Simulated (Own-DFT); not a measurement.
# How strain changes the stress of hcp Hf, 36 atoms (Hf36)

Calculated results; nothing here was measured. They come from Own-DFT, an in-house plane-wave density functional program, since retired, whose code no person has reviewed. Each row is one single-point run on a periodic cell that was not relaxed, without spin or spin-orbit coupling.

Settings of every run: PBE; PseudoDojo norm-conserving scalar-relativistic files; cutoff 42 hartree; 4 x 4 x 4 k mesh centred on Gamma; cold (Marzari-Vanderbilt) smearing of 0.2 eV.

Known limits: hafnium file: forces about 75 meV/angstrom off all-electron values; forces on such cells passed a denser k mesh, each cell not checked; stress not checked against mesh or cutoff.

Unstrained cell vectors in Å: (9.589, 0.000, 0.000); (-4.795, 8.305, 0.000); (0.000, 0.000, 10.102). The unstrained cell has measured lattice constants (interpolated for alloys), not those of this functional. That, the random moves and any unrelaxed bonds set the pressure at no strain. Each run strains this cell uniformly, with the atoms carried along. Every atom was also moved at random, by a Gaussian of width 0.05 Å on each axis. Strain is the symmetric tensor, in per cent. Stress is positive in tension, and the pressure is minus a third of its trace.

```
run,e_xx (%),e_yy (%),e_zz (%),e_yz (%),e_xz (%),e_xy (%),s_xx (GPa),s_yy (GPa),s_zz (GPa),s_yz (GPa),s_xz (GPa),s_xy (GPa),P (GPa),E (meV/atom)
1,-1.29,-0.90,-1.21,0.95,0.99,1.49,-5.57,-4.85,-5.84,0.83,1.09,2.43,5.42,15.3
2,1.73,1.43,-1.99,-1.71,-1.37,0.88,1.30,0.96,-3.67,-1.76,-1.45,0.90,0.47,16.5
3,-1.62,1.72,0.06,1.98,1.83,-0.12,-3.47,1.25,-1.44,1.92,1.99,-0.64,1.22,5.7
4,0.53,0.76,0.34,1.22,1.09,0.72,0.46,0.59,-0.07,1.26,1.01,0.89,-0.33,0.0
5,-1.70,-1.96,1.96,1.13,0.28,1.53,-4.51,-5.21,-0.28,1.06,0.19,1.99,3.33,17.2
6,-1.46,-1.10,1.73,-1.10,-0.37,0.39,-3.98,-2.83,0.13,-1.07,-0.35,0.78,2.22,2.1
7,0.07,-0.31,0.93,0.70,0.96,-0.42,-0.79,-1.15,-0.21,0.65,0.95,-0.75,0.71,4.4
8,1.89,1.05,1.83,-1.90,-1.20,0.85,4.09,2.73,3.66,-1.76,-1.03,1.04,-3.49,11.2
9,1.47,1.38,-0.82,-0.10,-1.77,0.19,1.55,1.87,-1.36,-0.15,-1.79,0.14,-0.69,2.9
10,1.43,-0.59,0.53,1.23,1.75,-1.80,1.46,-1.11,-0.01,1.35,1.77,-2.48,-0.11,4.6
11,1.87,-1.63,1.89,0.41,-0.42,0.94,2.25,-2.16,2.30,0.36,-0.34,1.48,-0.80,9.4
12,-0.50,-1.02,-1.52,-0.53,-1.93,-1.87,-4.24,-4.95,-6.15,-0.67,-2.04,-2.45,5.11,18.2
13,0.95,1.86,-1.70,-0.87,-0.48,0.73,0.90,1.08,-3.40,-0.87,-0.43,1.06,0.47,9.9
14,-1.38,1.08,0.20,-1.10,0.25,-1.34,-3.14,0.06,-1.38,-1.05,0.20,-1.99,1.49,3.0
15,1.49,-1.13,1.35,1.75,1.08,1.27,1.97,-2.02,1.26,1.68,0.95,1.78,-0.40,12.6
16,-0.47,-1.58,-0.15,-1.68,1.88,-0.23,?,?,?,?,?,?,?,?
```

E is the free energy for each atom above the lowest run shown.

## Worked fit

Each stress component was fitted by least squares to a constant and the strains of the runs shown, as fractions, with shears doubled. Shear strains stay in the fit of a normal stress only where such slopes are resolved. The slopes, in GPa:

| stress | at no strain | per e_xx | per e_yy | per e_zz | scatter |
|---|---|---|---|---|---|
| s_xx | -1.4 | 195 ± 4 | 68 ± 6 | 71 ± 5 | 0.23 |
| s_yy | -1.4 | 56 ± 5 | 198 ± 7 | 73 ± 6 | 0.28 |
| s_zz | -1.8 | 66 ± 3 | 71 ± 4 | 206 ± 4 | 0.16 |

Each shear stress against twice its own strain: yz 47 ± 1, xz 51 ± 2, xy 70 ± 2 GPa. These are stiffnesses along x, y and z of the frame in which the cell vectors are given, which need not be the crystal's axes. The atoms are held to the strained lattice; where symmetry lets them move under strain, relaxing them would lower some slopes. The table should be nearly symmetric about its diagonal, and what it lacks of that shows the noise. A ninth of its sum, 112 ± 2 GPa, estimates the bulk modulus near the mean pressure of these runs, 1.0 GPa.

## Withheld run

Question: what normal stresses and pressure should run 16 give?

The fit gives s_xx = -3.5, s_yy = -4.9, s_zz = -3.5 and P = 4.0 GPa. The calculation gave -3.26, -5.29, -3.71 and P = 4.08 GPa.
